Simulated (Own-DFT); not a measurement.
SiC (4H silicon carbide, atoms displaced) (calculated)

All values are calculated (Own-DFT development build). A calculation, not a measurement: plane-wave PBE density functional theory by an unreviewed code, no spin, of a simulated periodic cell, stress positive in tension, free energy of the whole cell less one offset for each atom, forces on such cells passed a denser k mesh, this cell's mesh not checked; offsets are fitted by least squares, one for each functional and potential file, so energies compare only between cells with the same atoms and settings and are not formation energies; the far tail of each file's local potential was reset to the Coulomb form; each entry is a single point on an unrelaxed cell, so the pressure reflects the starting lattice, mostly measured values (interpolated for alloys), from which strain is counted, and rises with the displacements; printed positions are rounded, which can move forces by about a meV/angstrom; the program, named Own-DFT, is a retired in-house code; no spin-orbit coupling.

Common to all runs: functional PBE; potential files PseudoDojo norm-conserving, scalar-relativistic, standard set; wave cutoff 42 hartree; occupations Fermi-Dirac; smearing width 0.1 eV; hardware one NVIDIA H100; k mesh 4 x 4 x 3 centred on Gamma.

(1) SiC (4H silicon carbide, atoms displaced)

```
cell vectors (Å)
   9.2481     0.0000     0.0000
  -4.6241     8.0091     0.0000
   0.0000     0.0000    10.0681
atoms (fractions of the cell vectors)
Si  0.00049  0.99693  0.41150
Si  0.10876  0.20495  0.14711
C   0.99363  0.98398  0.09347
C   0.09899  0.22115  0.34911
Si  0.00490  0.33444  0.41186
Si  0.11860  0.56234  0.15019
C   0.98017  0.32075  0.08855
C   0.10612  0.55534  0.34775
Si  0.99482  0.66331  0.40438
Si  0.11834  0.90427  0.14471
C   0.00331  0.67477  0.08551
C   0.11671  0.88366  0.33992
Si  0.32981  0.00772  0.41401
Si  0.44618  0.22311  0.16157
C   0.33431  0.00322  0.10120
C   0.43766  0.22164  0.34663
Si  0.33959  0.34355  0.40391
Si  0.44146  0.55674  0.14013
C   0.34067  0.33544  0.10367
C   0.43710  0.55578  0.33762
Si  0.33338  0.65101  0.42647
Si  0.44627  0.89326  0.14887
C   0.33642  0.67195  0.08933
C   0.44497  0.89966  0.33164
Si  0.66738  0.00392  0.41153
Si  0.79745  0.23417  0.15787
C   0.66595  0.99377  0.10014
C   0.78698  0.23117  0.34522
Si  0.67206  0.34205  0.40852
Si  0.79236  0.56705  0.14861
C   0.67451  0.33127  0.10499
C   0.77437  0.55270  0.33994
Si  0.68367  0.66734  0.40439
Si  0.77874  0.88271  0.15513
C   0.65041  0.64944  0.08606
C   0.77312  0.88161  0.33972
Si  0.99955  0.99870  0.91116
Si  0.88608  0.77695  0.65598
C   0.00632  0.00664  0.59545
C   0.88962  0.77024  0.83928
Si  0.00123  0.67117  0.89659
Si  0.89256  0.44769  0.66578
C   0.00118  0.65975  0.60003
C   0.88244  0.44789  0.84970
Si  0.99410  0.33993  0.90858
Si  0.88390  0.10911  0.65607
C   0.00047  0.33891  0.60228
C   0.89045  0.11265  0.84536
Si  0.67008  0.98773  0.90313
Si  0.54629  0.77046  0.65168
C   0.66739  0.99823  0.59685
C   0.54311  0.78368  0.83382
Si  0.66629  0.65861  0.90794
Si  0.56233  0.44979  0.65730
C   0.66456  0.66402  0.58890
C   0.56521  0.44725  0.84718
Si  0.68093  0.33694  0.90800
Si  0.55283  0.11400  0.66639
C   0.65953  0.33272  0.59723
C   0.54831  0.11132  0.84159
Si  0.33059  0.99759  0.90304
Si  0.23135  0.77473  0.64916
C   0.32191  0.99453  0.59018
C   0.21420  0.76982  0.84690
Si  0.35123  0.66698  0.90559
Si  0.21649  0.44110  0.65178
C   0.33854  0.66127  0.60030
C   0.22298  0.45493  0.83761
Si  0.34021  0.33626  0.90394
Si  0.22298  0.11106  0.65375
C   0.32794  0.32029  0.59822
C   0.22855  0.11483  0.85140
```

| Quantity | Value |
| --- | --- |
| free energy of cell above offsets | -2.954 eV |
| pressure | 6.23 GPa |
| stress xx | -6.95 GPa |
| stress yy | -5.6 GPa |
| stress zz | -6.15 GPa |
| stress yz | 1.1 GPa |
| stress xz | 1.92 GPa |
| stress xy | -1.14 GPa |
| wall time | 350.8 s |

Force:
```csv
element,x (eV/Å),y (eV/Å),z (eV/Å)
Si,-0.054,0.021,-1.75
Si,-1.608,2.651,2.26
C,-1.567,2.036,-1.023
C,2.974,-0.892,-1.412
Si,-2.075,0.675,-0.395
Si,-1.121,-0.921,1.246
C,7.459,4.067,-1.529
C,1.635,-0.149,-0.357
Si,0.954,0.468,0.537
Si,2.225,-3.783,3.162
C,1.094,0.463,0.1
C,-2.165,0.884,0.337
Si,1.67,-1.443,-3.319
Si,1.388,0.256,0.19
C,0.507,0.785,-2.803
C,0.911,1.18,0.446
Si,-0.896,-1.827,0.208
Si,-1.023,-0.478,4.023
C,-1.565,-1.267,-2.715
C,2,0.509,0.486
Si,-1.766,2.565,-6.031
Si,0.118,-0.22,1.807
C,0.262,-0.482,-0.567
C,0.612,-0.74,3.849
Si,-0.659,-0.385,-2.461
Si,-5.899,-4.536,2.96
C,0.959,1.072,-2.063
C,-0.371,-0.687,1.004
Si,-0.237,-2.345,-0.414
Si,-1.597,-2.435,0.89
C,-0.762,0.901,-1.9
C,1.395,0.784,-0.507
Si,-3.969,0.064,-0.502
Si,-1.95,-0.939,0.459
C,2.675,2.841,0.918
C,0.824,1.066,1.355
Si,0.386,-0.024,-2.221
Si,0.94,0.353,-0.539
C,-1.259,-1.518,0.356
C,-2.271,1.874,0.841
Si,0.46,-0.855,1.765
Si,-1.259,-0.92,-1.249
C,-0.649,1.295,-1.428
C,2.734,0.602,-1.268
Si,1.584,-0.598,-1.06
Si,1.238,0.597,0.547
C,-0.396,-1.285,-1.017
C,0.161,-0.175,-0.114
Si,-1.809,2.562,1.387
Si,2.832,1.89,0.415
C,-1.319,-0.167,-0.076
C,4.607,-0.565,0.094
Si,-0.242,1.461,-1.631
Si,-1.253,-1.262,0.345
C,0.189,0.614,0.681
C,-0.666,-0.866,-0.757
Si,-3.703,-2.215,1.951
Si,-0.022,-0.584,-3.042
C,1.897,0.333,-0.192
C,1.913,0.109,2.289
Si,0.307,-0.383,1.253
Si,-2.455,0.259,2.046
C,1.986,0.259,2.098
C,2.433,1.493,-1.47
Si,-5.356,-0.784,0.262
Si,1.709,-0.971,1.741
C,-1.62,-0.638,-0.168
C,0.845,-1.832,1.609
Si,-0.687,0.154,0.535
Si,-0.179,-1.132,1.903
C,-0.122,3.748,-1.128
C,-1.33,-0.591,-1.246
```

(2) SiC (4H silicon carbide, atoms displaced)

```
cell vectors (Å)
   9.2481     0.0000     0.0000
  -4.6241     8.0091     0.0000
   0.0000     0.0000    10.0681
atoms (fractions of the cell vectors)
Si  0.00206  0.00375  0.40296
Si  0.09962  0.20720  0.14433
C   0.00629  0.99506  0.08981
C   0.10924  0.20979  0.33265
Si  0.00551  0.32808  0.40822
Si  0.11030  0.54943  0.15076
C   0.99311  0.31725  0.09446
C   0.11843  0.55402  0.33746
Si  0.00446  0.66458  0.40406
Si  0.11883  0.90531  0.16819
C   0.99909  0.66516  0.10051
C   0.12235  0.90098  0.34365
Si  0.33088  0.99991  0.41282
Si  0.44699  0.22660  0.14803
C   0.32746  0.98795  0.09582
C   0.45094  0.21738  0.34177
Si  0.34031  0.33237  0.40118
Si  0.44111  0.55491  0.16447
C   0.32473  0.30844  0.09455
C   0.44563  0.55067  0.35298
Si  0.32298  0.66592  0.40432
Si  0.45725  0.89214  0.14472
C   0.34198  0.66851  0.08848
C   0.43616  0.89618  0.34459
Si  0.66164  0.00144  0.40775
Si  0.77621  0.21916  0.16555
C   0.65181  0.98555  0.09490
C   0.79347  0.22910  0.33218
Si  0.65915  0.32714  0.40302
Si  0.77646  0.56390  0.15531
C   0.68128  0.34120  0.09036
C   0.76638  0.55273  0.35393
Si  0.66413  0.66141  0.41364
Si  0.78232  0.89362  0.16968
C   0.66988  0.67305  0.10237
C   0.78408  0.87850  0.34680
Si  0.01288  0.99981  0.91077
Si  0.89106  0.77443  0.65995
C   0.99332  0.00160  0.59128
C   0.88908  0.78847  0.84253
Si  0.00923  0.66330  0.90506
Si  0.88723  0.45714  0.65591
C   0.00918  0.67951  0.59386
C   0.89454  0.45968  0.85307
Si  0.99165  0.32419  0.90396
Si  0.89821  0.11388  0.65300
C   0.00321  0.31691  0.59870
C   0.87807  0.10111  0.84248
Si  0.68293  0.00427  0.90184
Si  0.55887  0.77835  0.65783
C   0.67188  0.00015  0.58596
C   0.55033  0.78232  0.85207
Si  0.66109  0.67950  0.90296
Si  0.55102  0.44037  0.65476
C   0.65777  0.66203  0.59724
C   0.55296  0.44472  0.84731
Si  0.68019  0.33149  0.91757
Si  0.55637  0.11819  0.66195
C   0.67165  0.33055  0.58347
C   0.55782  0.10283  0.83969
Si  0.33025  0.99931  0.90385
Si  0.22449  0.78418  0.64796
C   0.32152  0.00139  0.59887
C   0.21284  0.77216  0.84786
Si  0.34162  0.67283  0.91255
Si  0.23092  0.44169  0.64030
C   0.33436  0.66501  0.59930
C   0.22974  0.44488  0.84467
Si  0.33491  0.33317  0.90599
Si  0.21766  0.10719  0.65756
C   0.34621  0.34403  0.60317
C   0.20970  0.10650  0.84424
```

| Item | Value |
| --- | --- |
| free energy of cell above offsets | -2.132 eV |
| pressure | 6.86 GPa |
| stress xx | -8.05 GPa |
| stress yy | -5.51 GPa |
| stress zz | -7.02 GPa |
| stress yz | 0.65 GPa |
| stress xz | 0.37 GPa |
| stress xy | -1.75 GPa |
| wall time | 353.7 s |

Force:
```csv
element,x (eV/Å),y (eV/Å),z (eV/Å)
Si,0.365,-1.226,1.302
Si,1.496,1.457,1.672
C,-2.199,-0.516,1.071
C,-0.01,2.324,1.143
Si,0.179,-0.025,-0.846
Si,-0.045,0.355,-0.165
C,-0.605,1.422,-1.13
C,-1.811,-1.145,1.023
Si,-1.335,0.482,-0.649
Si,1.467,-3.075,-2.528
C,0.322,0.902,-0.456
C,-1.281,-1.85,2.072
Si,0.176,1.144,-0.817
Si,2.724,-2.402,1.37
C,0.976,2.306,-1.311
C,-1.712,0.073,-0.328
Si,-0.471,-1.314,0.724
Si,1.278,-0.709,-1.029
C,-2.229,3.729,-0.873
C,-1.586,1.144,-1.174
Si,2.961,1.326,0.936
Si,-6.098,-2.614,3.431
C,-1.049,-1.081,2.56
C,2.525,-1.48,-0.521
Si,0.997,-0.262,-1.566
Si,-0.13,-0.458,-4.73
C,6.03,4.68,-1.433
C,-1.628,-0.977,5.598
Si,2.288,1.07,-0.665
Si,1.313,-0.718,0.984
C,-1.426,-0.998,2.956
C,2.616,-0.256,-1.619
Si,-0.43,0.8,-0.147
Si,-0.195,-1.18,-2.681
C,-1.232,-0.203,-1.475
C,-2.046,1.253,1.058
Si,-3.682,-1.437,-0.755
Si,-1.967,1.428,-0.631
C,2.47,-0.955,-0.304
C,0.832,-1.858,0.633
Si,-3.557,2.615,2.815
Si,1.857,-1.487,0.497
C,-0.312,-1.916,-1.09
C,0.653,-4.187,-2.693
Si,1.421,1.457,-0.133
Si,-2.194,-2.892,1.406
C,-1.242,4.856,-1.996
C,4.353,2.652,-0.95
Si,-4.699,-2.4,2.129
Si,-0.925,0.575,0.197
C,-1.028,0.354,2.337
C,1.001,1.019,-2.382
Si,2.624,-2.052,1.555
Si,2.719,1.345,1.749
C,1.885,0.343,0.349
C,1.635,0.094,-0.159
Si,-2.575,0.463,-3.444
Si,0.983,-1.181,-2.142
C,-1.033,0.57,2.297
C,-0.484,1.45,2.171
Si,0.104,-0.646,0.776
Si,1.131,-1.325,2.946
C,2.754,0.647,-0.801
C,3.04,1.937,-1.728
Si,-2.026,-1.933,-2.346
Si,-2.093,0.783,3.998
C,-0.846,0.969,-1.806
C,-1.547,-0.019,-0.34
Si,-0.247,-0.319,0.132
Si,-1.886,1.404,0.356
C,-0.942,-4.172,-3.448
C,3.625,1.835,-0.954
```
